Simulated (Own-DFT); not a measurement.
# One host, several defects: 4H SiC

Calculated, not measured: single-point runs of Own-DFT, a retired in-house plane-wave DFT program that no person has reviewed, on unrelaxed cells, without spin or spin-orbit coupling.

Settings: PBE; PseudoDojo norm-conserving scalar-relativistic files; cutoff 42 hartree; 4 x 4 x 3 k mesh centred on Gamma; Fermi-Dirac smearing of 0.1 eV.

Caveats (not all hold for every row): some atoms lie very close together; not probed for a lower state with spin; forces on such cells failed a check on a denser k mesh; forces on such cells passed a denser k mesh, each cell not checked; stress not checked against mesh or cutoff.

All runs share one cell, with vectors in Å (9.248, 0.000, 0.000); (-4.624, 8.009, 0.000); (0.000, 0.000, 10.068) and a volume of 745.7 Å³. Atoms were moved at random from their sites; u is the rms move along one axis. The defect's site can differ from row to row.

```
cell,formula,u (Å),P (GPa)
no defect,C36Si36,0.0282,3.69
no defect,C36Si36,0.0308,3.82
no defect,C36Si36,0.0612,6.56
one Si on a C site,C35Si37,0.0481,11.58
one Si on a C site,C35Si37,0.0505,12.19
one Si on a C site,C35Si37,0.0518,12.05
two Al on a Si site each,Al2C36Si34,0.0300,5.74
two Al on a Si site each,Al2C36Si34,0.0427,6.80
two Al on a Si site each,Al2C36Si34,0.0501,7.17
two N on a C site each,C34N2Si36,0.0304,2.88
two N on a C site each,C34N2Si36,0.0305,?
two N on a C site each,C34N2Si36,0.0485,4.01
two N on a C site each,C34N2Si36,0.0522,4.12
one C vacancy,C35Si36,0.0305,3.48
one C vacancy,C35Si36,0.0313,3.62
one C vacancy,C35Si36,0.0546,5.16
```

## Fit

P = P0 + c u² + a shift for each defect gives P0 = 3.07 GPa, c = 885 ± 50 GPa/Å² and a scatter of 0.17 GPa. The shifts, and each times the cell's volume:

- one Si on a C site: 6.64 ± 0.14 GPa, 30.9 eV
- two Al on a Si site each: 1.96 ± 0.14 GPa, 9.1 eV (4.6 eV for each of its 2 sites)
- one C vacancy: -0.42 ± 0.14 GPa, -2.0 eV
- two N on a C site each: -1.17 ± 0.14 GPa, -5.5 eV (-2.7 eV for each of its 2 sites)

Positive is outwards. The product with the volume (160.2 GPa Å³ to the eV) is nearly free of the cell's size; divided by the bulk modulus at the cell's pressure it gives the volume that the defect adds. The atoms around the defects weren't relaxed, which would change these numbers.

## The run left out

The question: what pressure belongs in the blank (two N on a C site each, u = 0.0305 Å)?

The fit gives 2.72 ± 0.20 GPa. DFT gave 2.70 GPa.
